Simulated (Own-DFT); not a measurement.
# PBE against PBEsol on the same cells

Calculated results; nothing here was measured. The program, named Own-DFT, is a retired in-house plane-wave density functional code that no person has reviewed. Each row is one single-point run on a periodic cell that was not relaxed, without spin or spin-orbit coupling.

Known limits: forces on such cells failed a check on a denser k mesh; stress not checked against mesh or cutoff.

Each cell was run twice at the same cutoff, k mesh and smearing, with PBE and with PBEsol, on PseudoDojo norm-conserving files made for PBE. Atoms were moved at random from their sites; u is the rms move along one axis. Files made for PBEsol would give a somewhat different change.

```
cell,atoms,volume (Å³/atom),u (Å),cutoff (hartree),P with PBE (GPa),P with PBEsol (GPa),change (GPa)
C11b WSi2 with one Si vacancy (Si19W10),29,13.90,0.082,50,8.28,4.29,-3.99
C11b WSi2 with one Si vacancy (Si19W10),29,13.90,0.033,50,3.15,-0.83,-3.99
C11b WSi2 with one Si vacancy (Si19W10),29,13.90,0.049,50,4.30,?,?
C40 NbSi2 with two Nb on a Si site each (Nb14Si22),36,14.64,0.053,42,8.29,4.23,-4.06
C40 NbSi2 with two Nb on a Si site each (Nb14Si22),36,14.64,0.035,42,7.58,3.54,-4.05
C40 NbSi2 with two Nb on a Si site each (Nb14Si22),36,14.64,0.051,42,8.54,4.48,-4.06
D0_22 TiAl3 (Al30Ti10),40,15.72,0.053,42,2.24,0.35,-1.89
D0_22 TiAl3 (Al30Ti10),40,15.63,0.020,42,1.98,0.07,-1.90
D0_22 TiAl3 (Al30Ti10),40,15.63,0.052,42,2.63,0.72,-1.90
L1_0 TiAl (Al16Ti16),32,15.84,0.051,42,3.89,0.98,-2.91
L1_0 TiAl (Al16Ti16),32,16.06,0.046,42,1.61,-1.23,-2.84
L1_0 TiAl (Al16Ti16),32,15.82,0.044,42,3.80,0.89,-2.91
```

## Worked reading

Mean change of pressure by composition, in GPa: Nb7Si11, -4.06; Si19W10, -3.99; AlTi, -2.89; Al3Ti, -1.90. At a fixed cell PBEsol gives the lower pressure, because it favours a smaller volume than PBE. Here the change varies more between materials than between cells of one material.

## Withheld value

Question: what PBEsol pressure should the Si19W10 cell with the blank give?

Adding the mean change of the cells with its composition, -3.99 GPa, to 4.30 gives 0.3 GPa. The calculation gave 0.31 GPa.
